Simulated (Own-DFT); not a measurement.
# Computed records: AlN (wurtzite, strained, atoms displaced)

A calculation, not a measurement: plane-wave PBE density functional theory by an unreviewed code, no spin, of a simulated periodic cell, stress positive in tension, free energy of the whole cell less one offset for each atom, forces on such cells passed a denser k mesh, this cell's mesh not checked; offsets are fitted by least squares, one for each functional and potential file, so energies compare only between cells with the same atoms and settings and are not formation energies; the far tail of each file's local potential was reset to the Coulomb form; each entry is a single point on an unrelaxed cell, so the pressure reflects the starting lattice, mostly measured values (interpolated for alloys), from which strain is counted, and rises with the displacements; printed positions are rounded, which can move forces by about a meV/angstrom; the program, named Own-DFT, is a retired in-house code; no spin-orbit coupling. Program: Own-DFT development build.

```cif
# cell vector a (Å): 12.6404 0.0100 -0.0063
# cell vector b (Å): -6.3115 10.8248 0.0540
# cell vector c (Å): -0.0050 0.0470 10.0341
data_AlN
_symmetry_space_group_name_H-M 'P 1'
_symmetry_Int_Tables_number 1
_cell_length_a 12.6404
_cell_length_b 12.5305
_cell_length_c 10.0342
_cell_angle_alpha 89.507
_cell_angle_beta 90.057
_cell_angle_gamma 120.199
_cell_volume 1373.57
loop_
_atom_site_label
_atom_site_type_symbol
_atom_site_fract_x
_atom_site_fract_y
_atom_site_fract_z
_atom_site_occupancy
Al1 Al 0.08756 0.16346 0.99414 1
Al2 Al 0.16966 0.08906 0.25263 1
N1 N 0.08190 0.17059 0.20126 1
N2 N 0.16881 0.08293 0.44546 1
Al3 Al 0.08251 0.16225 0.49702 1
Al4 Al 0.16300 0.08597 0.74593 1
N3 N 0.07463 0.16229 0.68111 1
N4 N 0.16535 0.08200 0.94820 1
Al5 Al 0.08364 0.41653 0.99637 1
Al6 Al 0.16634 0.32937 0.24609 1
N5 N 0.09172 0.42316 0.19241 1
N6 N 0.17362 0.34282 0.43856 1
Al7 Al 0.07802 0.41219 0.50652 1
Al8 Al 0.16255 0.33381 0.74897 1
N7 N 0.07855 0.41829 0.69734 1
N8 N 0.17341 0.33791 0.93842 1
Al9 Al 0.08285 0.66687 0.00430 1
Al10 Al 0.16605 0.58003 0.25601 1
N9 N 0.08206 0.66419 0.18545 1
N10 N 0.17270 0.58317 0.44714 1
Al11 Al 0.08162 0.67010 0.50425 1
Al12 Al 0.16599 0.58810 0.74985 1
N11 N 0.07458 0.66589 0.69750 1
N12 N 0.16302 0.58161 0.94345 1
Al13 Al 0.07938 0.91480 0.00331 1
Al14 Al 0.17271 0.84566 0.24817 1
N13 N 0.08902 0.92083 0.19131 1
N14 N 0.16962 0.83183 0.43853 1
Al15 Al 0.08023 0.91396 0.49126 1
Al16 Al 0.17050 0.83760 0.75370 1
N15 N 0.09007 0.91757 0.68625 1
N16 N 0.16488 0.83211 0.94774 1
Al17 Al 0.33111 0.16690 0.00260 1
Al18 Al 0.41660 0.07702 0.24996 1
N17 N 0.32973 0.16367 0.19454 1
N18 N 0.41754 0.08689 0.44025 1
Al19 Al 0.33663 0.16465 0.50134 1
Al20 Al 0.41765 0.08486 0.74778 1
N19 N 0.33580 0.16904 0.68780 1
N20 N 0.42061 0.08494 0.94737 1
Al21 Al 0.33966 0.42106 0.99670 1
Al22 Al 0.42143 0.33931 0.24481 1
N21 N 0.33705 0.41828 0.19142 1
N22 N 0.41955 0.33428 0.43821 1
Al23 Al 0.33242 0.40996 0.50635 1
Al24 Al 0.41274 0.32762 0.74549 1
N23 N 0.33294 0.41378 0.69055 1
N24 N 0.41143 0.33200 0.94060 1
Al25 Al 0.33617 0.66899 0.00230 1
Al26 Al 0.42416 0.59052 0.25506 1
N25 N 0.33193 0.66601 0.19078 1
N26 N 0.41668 0.57454 0.44808 1
Al27 Al 0.33612 0.66739 0.50860 1
Al28 Al 0.41280 0.57862 0.74564 1
N27 N 0.33481 0.67268 0.68960 1
N28 N 0.42379 0.58597 0.94050 1
Al29 Al 0.32690 0.91565 0.99962 1
Al30 Al 0.41449 0.84167 0.25399 1
N29 N 0.33293 0.92090 0.19047 1
N30 N 0.42171 0.83870 0.44109 1
Al31 Al 0.33348 0.90768 0.49459 1
Al32 Al 0.42648 0.83749 0.74694 1
N31 N 0.33272 0.91951 0.69067 1
N32 N 0.41604 0.83411 0.93748 1
Al33 Al 0.57623 0.16403 0.99138 1
Al34 Al 0.66349 0.08242 0.24976 1
N33 N 0.58455 0.16655 0.18538 1
N34 N 0.66492 0.08665 0.45175 1
Al35 Al 0.58235 0.16268 0.49539 1
Al36 Al 0.66688 0.08041 0.74850 1
N35 N 0.58024 0.16245 0.68354 1
N36 N 0.66201 0.08274 0.94325 1
Al37 Al 0.58234 0.42175 0.99113 1
Al38 Al 0.66709 0.33144 0.24612 1
N37 N 0.58768 0.41466 0.18854 1
N38 N 0.66766 0.33068 0.44543 1
Al39 Al 0.58247 0.41763 0.49722 1
Al40 Al 0.66400 0.32785 0.74913 1
N39 N 0.58305 0.41455 0.70061 1
N40 N 0.66169 0.33600 0.94264 1
Al41 Al 0.57835 0.66414 0.99741 1
Al42 Al 0.66958 0.58923 0.24889 1
N41 N 0.58656 0.67005 0.18453 1
N42 N 0.66299 0.58624 0.44897 1
Al43 Al 0.57877 0.67335 0.49877 1
Al44 Al 0.67822 0.59247 0.75060 1
N43 N 0.57827 0.66703 0.68760 1
N44 N 0.66698 0.58071 0.92565 1
Al45 Al 0.58763 0.92671 0.99053 1
Al46 Al 0.66067 0.82280 0.24764 1
N45 N 0.58463 0.91245 0.18630 1
N46 N 0.66591 0.82781 0.43199 1
Al47 Al 0.57719 0.91561 0.50373 1
Al48 Al 0.66182 0.82738 0.74788 1
N47 N 0.57903 0.91134 0.68101 1
N48 N 0.66021 0.82804 0.93887 1
Al49 Al 0.83532 0.16845 0.00095 1
Al50 Al 0.92011 0.08196 0.25004 1
N49 N 0.82953 0.16357 0.18493 1
N50 N 0.91856 0.09064 0.44828 1
Al51 Al 0.83202 0.16068 0.49966 1
Al52 Al 0.91623 0.08734 0.74108 1
N51 N 0.84017 0.16618 0.69301 1
N52 N 0.91301 0.08506 0.94071 1
Al53 Al 0.83877 0.41632 0.00126 1
Al54 Al 0.92336 0.33463 0.26526 1
N53 N 0.82892 0.42165 0.18433 1
N54 N 0.91783 0.33159 0.44074 1
Al55 Al 0.82925 0.41341 0.49708 1
Al56 Al 0.91631 0.33244 0.75499 1
N55 N 0.83510 0.41737 0.68794 1
N56 N 0.91302 0.33442 0.93249 1
Al57 Al 0.83236 0.67288 0.99441 1
Al58 Al 0.91688 0.58187 0.25414 1
N57 N 0.83515 0.66682 0.19669 1
N58 N 0.92406 0.59152 0.43391 1
Al59 Al 0.83127 0.66601 0.50051 1
Al60 Al 0.92094 0.58110 0.74349 1
N59 N 0.83185 0.66968 0.68680 1
N60 N 0.92271 0.59171 0.95029 1
Al61 Al 0.83189 0.91492 0.00897 1
Al62 Al 0.91427 0.82647 0.24600 1
N61 N 0.83611 0.91533 0.18620 1
N62 N 0.90914 0.82826 0.44581 1
Al63 Al 0.82629 0.91493 0.50248 1
Al64 Al 0.90566 0.82635 0.74750 1
N63 N 0.84001 0.91791 0.68663 1
N64 N 0.91337 0.82933 0.94123 1
_calc_functional 'PBE'
_calc_potential_files 'PseudoDojo norm-conserving, scalar-relativistic, standard set'
_calc_wave_cutoff 42  # hartree
_calc_occupations 'Fermi-Dirac'
_calc_smearing_width 0.1  # eV
_calc_hardware 'one NVIDIA H100'
_calc_k_mesh '2 x 2 x 2 centred on Gamma'
_calc_free_energy_of_cell_above_offsets '-54.577'  # eV
_calc_pressure 0.14  # GPa
_calc_stress_xx 1.78  # GPa
_calc_stress_yy -1.25  # GPa
_calc_stress_zz -0.96  # GPa
_calc_stress_yz 0.94  # GPa
_calc_stress_xz -0.15  # GPa
_calc_stress_xy -0.26  # GPa
_calc_wall_time 410  # s
```

Force:
| element | x (eV/Å) | y (eV/Å) | z (eV/Å) |
| --- | --- | --- | --- |
| Al | -2.201 | 1.197 | 1.032 |
| Al | -0.096 | -0.435 | 0.256 |
| N | 1.005 | -1.589 | -1.78 |
| N | -0.277 | 0.039 | -0.767 |
| Al | 0.169 | 1.48 | -0.542 |
| Al | 0.844 | -0.939 | -0.117 |
| N | 1.404 | 1.347 | 1.584 |
| N | 0.492 | -0.325 | -1.611 |
| Al | -0.011 | -0.001 | 0.614 |
| Al | 0.351 | 2.732 | 1.013 |
| N | -0.949 | -2.161 | -0.512 |
| N | -0.653 | -1.904 | 0.64 |
| Al | 1.312 | 0.967 | -0.397 |
| Al | 0.549 | -0.165 | -0.262 |
| N | 0.917 | 0.001 | -0.569 |
| N | -0.719 | -0.927 | 0.206 |
| Al | 0.303 | -0.291 | -0.409 |
| Al | -0.087 | 1.555 | -0.305 |
| N | 0.383 | 0.798 | 2.266 |
| N | -1.404 | 0.215 | 0.313 |
| Al | 1.206 | -0.587 | -0.4 |
| Al | 0.028 | -0.16 | 0.528 |
| N | 2.853 | 1.583 | -1.423 |
| N | 0.908 | 0.824 | -0.805 |
| Al | 0.438 | -0.318 | -0.507 |
| Al | 0.067 | -2.841 | 0.195 |
| N | -1.667 | 0.023 | 0.36 |
| N | -0.463 | 0.519 | -0.221 |
| Al | 0.29 | -0.117 | 1.328 |
| Al | -0.616 | -0.39 | -0.021 |
| N | -1.532 | -0.053 | 0.525 |
| N | -0.301 | 0.758 | -0.808 |
| Al | 0.693 | 0.061 | 0.389 |
| Al | -0.65 | 2.833 | 0.057 |
| N | 0.827 | 0.689 | -0.474 |
| N | 0.946 | -1.639 | -0.388 |
| Al | -0.678 | 0.599 | -0.742 |
| Al | -0.154 | -0.263 | 0.34 |
| N | -0.637 | -1.113 | 0.63 |
| N | -2.618 | -1.041 | -1.622 |
| Al | -0.723 | -0.381 | 0.844 |
| Al | 0.308 | -0.985 | 0.564 |
| N | -0.368 | 0.503 | -0.556 |
| N | -0.235 | -0.542 | 0.299 |
| Al | 0.055 | 0.256 | -1.381 |
| Al | 0.735 | 1.575 | 1.009 |
| N | -0.863 | -0.337 | 0.594 |
| N | 0.753 | -0.085 | -0.334 |
| Al | -0.338 | -0.409 | -0.274 |
| Al | -1.189 | -1.501 | -0.276 |
| N | 0.455 | 0.9 | 0.861 |
| N | -1.008 | 2.006 | -0.73 |
| Al | 0.053 | -0.861 | -1.843 |
| Al | 0.321 | 0.786 | 0.535 |
| N | 0.144 | -0.897 | 1.092 |
| N | -2.068 | -0.617 | -0.844 |
| Al | 1.41 | 0.15 | -0.315 |
| Al | 1.801 | -1.684 | -1.535 |
| N | 0.534 | -0.906 | -0.254 |
| N | -0.114 | -1.485 | -0.317 |
| Al | -1.834 | 2.167 | 1.525 |
| Al | -2.789 | -0.644 | 1.086 |
| N | 1.14 | -0.703 | -0.312 |
| N | 0.033 | 0.583 | 0.131 |
| Al | 1.709 | 1.858 | 1.531 |
| Al | 0.734 | -0.249 | -0.295 |
| N | -0.367 | -0.7 | 0.69 |
| N | 1.69 | -1.388 | -1.764 |
| Al | -1.377 | 1.053 | 0.68 |
| Al | -0.165 | 0.634 | -0.276 |
| N | 0.687 | 0.017 | 1.27 |
| N | 0.844 | 1.957 | -1.817 |
| Al | 0.469 | -1.301 | 0.584 |
| Al | -0.045 | 0.096 | 0.153 |
| N | -1.297 | 1.303 | -0.223 |
| N | -0.636 | 0.421 | -1.176 |
| Al | 0.261 | -0.129 | 1.076 |
| Al | -0.16 | 0.93 | 0.224 |
| N | -0.202 | 0.452 | -1.5 |
| N | 1.624 | -0.77 | -0.731 |
| Al | 1.579 | 0.568 | -0.45 |
| Al | 0.432 | -1.396 | 0.745 |
| N | 0.133 | -1.857 | 0.203 |
| N | 0.546 | -0.017 | -1.29 |
| Al | 1.473 | -2.197 | 0.875 |
| Al | -2.315 | -2.328 | -2.252 |
| N | 0.751 | -0.138 | 0.228 |
| N | -0.586 | 1.781 | 3.33 |
| Al | -0.117 | -3.407 | 1.836 |
| Al | 0.154 | 3.022 | -0.475 |
| N | -1.016 | 0.671 | 0.594 |
| N | -1.168 | 1.943 | 0.973 |
| Al | 1.746 | 0.678 | -2.13 |
| Al | 0.59 | 0.771 | 0.383 |
| N | 1.714 | 1.176 | 1.955 |
| N | 0.625 | 1.46 | -0.204 |
| Al | -0.741 | -0.044 | -0.448 |
| Al | -1.611 | -0.101 | 0.15 |
| N | 0.689 | 0.663 | 1.936 |
| N | 0.618 | -2.16 | -1.701 |
| Al | -1.186 | 1.361 | 0.69 |
| Al | 1.303 | -1.921 | 1.803 |
| N | -2.969 | 0.554 | -0.786 |
| N | 1.435 | -0.378 | -0.34 |
| Al | -2.094 | 1.015 | -0.432 |
| Al | -0.666 | -0.063 | -3.999 |
| N | 1.863 | -1.056 | 1.879 |
| N | -0.668 | -0.107 | 1.898 |
| Al | 0.692 | 0.8 | 0.304 |
| Al | -0.593 | 0.089 | -1.778 |
| N | -0.184 | -0.726 | 0.01 |
| N | 1.143 | -0.435 | 2.193 |
| Al | 1.049 | -2.872 | 1.262 |
| Al | 0.296 | 0.541 | -2.102 |
| N | -0.687 | -0.508 | -1.317 |
| N | -0.868 | -1.413 | 2.144 |
| Al | -0.224 | -0.489 | -0.575 |
| Al | -2.771 | -0.34 | 2.275 |
| N | 1.686 | -0.902 | 0.1 |
| N | -1.037 | -1.333 | -1.882 |
| Al | -0.591 | 0.253 | -2.802 |
| Al | 0.191 | 1.54 | 1.216 |
| N | -0.244 | -0.203 | 2.181 |
| N | 0.528 | 1.531 | -1.323 |
| Al | 1.204 | 0.039 | -0.914 |
| Al | 2.422 | 1.857 | 0.267 |
| N | -2.382 | -0.127 | 0.635 |
| N | -0.398 | 2.172 | -0.459 |
